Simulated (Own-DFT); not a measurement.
# Reading a pressure off an energy slope: monoclinic HfO2, 94 atoms (Hf32O62), with two O vacancies

Calculated, not measured. Each geometry was run twice at fixed positions with Own-DFT, a retired in-house plane-wave program that no person has reviewed: with PBE, and with HSE06 (exact exchange share 0.25 at short range, screening 0.11 per bohr, Gygi-Baldereschi treatment of its divergence). Both used PseudoDojo norm-conserving files made for PBE, a cutoff of 48 hartree, the Gamma point alone, fixed occupations, a neutral cell and no spin. The unstrained cell is 10.1 Å across at its thinnest, so Gamma alone is coarse and defects feel their images. The hafnium file keeps the 4f electrons in the core, and its forces lie about 75 meV/Å off all-electron values. The oxygen file's force components were 24 meV/Å off all-electron values in a glass.

Unstrained cell vectors in Å: (10.234, 0.000, 0.000); (0.000, 10.350, 0.000); (-1.696, 0.000, 10.445), volume V0 = 1106.4 Å³, from measured lattice constants. Each geometry has its own random strain of a few per cent, its own defect sites and random moves of rms u per axis. HSE06 gave the energy alone. D is its energy less that of PBE, over the lowest D shown. The PBE stress wasn't checked against mesh or cutoff.

```
run,V - V0 (Å³),u (Å),P with PBE (GPa),D (eV)
1,25.8,0.0313,-0.90,1.389
2,-4.4,0.0308,5.52,0.602
3,-10.1,0.0289,6.48,0.498
4,-2.3,0.0293,4.81,0.778
5,-39.8,0.0511,15.60,0.000
6,-10.0,0.0298,6.23,0.550
7,-25.1,0.0495,10.31,0.450
8,-21.0,0.0501,10.85,0.472
9,-15.8,0.0290,7.47,0.384
10,39.7,0.0287,-4.25,1.719
11,-14.4,0.0319,7.24,?
```

## Analysis

D = 0.64 + 0.0242 (V - V0) + 140 u² eV, with an error of 0.0009 on the volume slope, 28 on the last term and a scatter of 0.05 eV. Pressure is -dE/dV, and 1 eV/Å³ is 160.2 GPa, so HSE06 changes the pressure by -3.9 ± 0.2 GPa. With the ions held to the strained lattice, the PBE pressure falls by 237 ± 12 GPa per unit of volume strain; the shape of the strain isn't fitted, so the true error is larger, and a relaxed crystal would be softer. On that slope HSE06's volume at a given pressure is about 1.6 % smaller, or 0.5 % in lengths. At u = 0 and V0 the PBE pressure is 3.3 GPa, which puts the zero-pressure volume, against the measured cell and with the defects in, at +1.4 % for PBE and -0.2 % for HSE06, each good to a few tenths of a per cent.

## Withheld run

Q: what D should run 11 give?

Estimate: 0.44 eV, with rows scattering by 0.05. The run itself gave 0.437 eV.
